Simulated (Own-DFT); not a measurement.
# Biaxial strain at fixed height in wurtzite AlGaN with randomly placed atoms, 96 atoms (Al12Ga36N48)

Everything here is calculated. The program is Own-DFT (plane waves, in-house, since retired, never reviewed by a person); positions were held fixed, and spin and spin-orbit coupling were off.

All runs used: PBE; PseudoDojo norm-conserving scalar-relativistic files (stringent for Ga); cutoff 96 hartree; 3 x 4 x 3 k mesh centred on Gamma; Gaussian smearing of 0.01 eV.

Caveats: k mesh not checked against a denser one; stress not checked against mesh or cutoff.

Unstrained cell vectors in Å: (12.679, 0.000, 0.000); (-4.755, 8.235, 0.000); (0.000, 0.000, 10.268). The unstrained cell has measured lattice constants (interpolated for alloys), not those of this functional. That, the random moves and any unrelaxed bonds set the pressure at no strain. Each run strains x and y alike by e, as a substrate would, and holds the height along z. Each atom got a random Gaussian move of width 0.05 Å along each axis. The random placing of the alloy's atoms differs from row to row. Stress is positive in tension.

| e (%) | u (Å) | (s_xx + s_yy)/2 (GPa) | s_zz (GPa) |
|---|---|---|---|
| -2.75 | 0.049 | -24.08 | -12.12 |
| -1.75 | 0.049 | -17.37 | -9.60 |
| -1.50 | 0.051 | ? | ? |
| -0.75 | 0.047 | -10.30 | -9.05 |
| -0.50 | 0.052 | -10.61 | -8.55 |
| 0.25 | 0.049 | -5.26 | -7.54 |
| 0.50 | 0.049 | -4.66 | -4.58 |
| 1.00 | 0.053 | -1.67 | -5.82 |
| 2.25 | 0.050 | 3.46 | -3.96 |
| 2.50 | 0.050 | 5.59 | -5.28 |

## Working it out

With e as a fraction, the in-plane stress is -7.0 + 547 e - 2623 e² GPa (errors 13 and 765, scatter 0.63), and s_zz is -7.5 + 144 e GPa (slope ± 22, scatter 1.07). At e = 0 the first slope is C11 + C12 and the second 2 C13, both with the ions held to the strained lattice and at the cell's own pressure. The term in e² is negative: the layer stiffens under compression and softens under tension. A free layer would change its height as e changes, and the in-plane slope would drop by 2 C13²/C33 to the biaxial modulus. At fixed height, a misfit of 1 % moves the in-plane stress by about 5.5 GPa and s_zz by 1.4 GPa.

## Prediction

Question: what are the two stresses at e = -1.50 %?

Estimate: -15.8 and -9.7 GPa. The calculation gave -15.47 and -10.37 GPa.
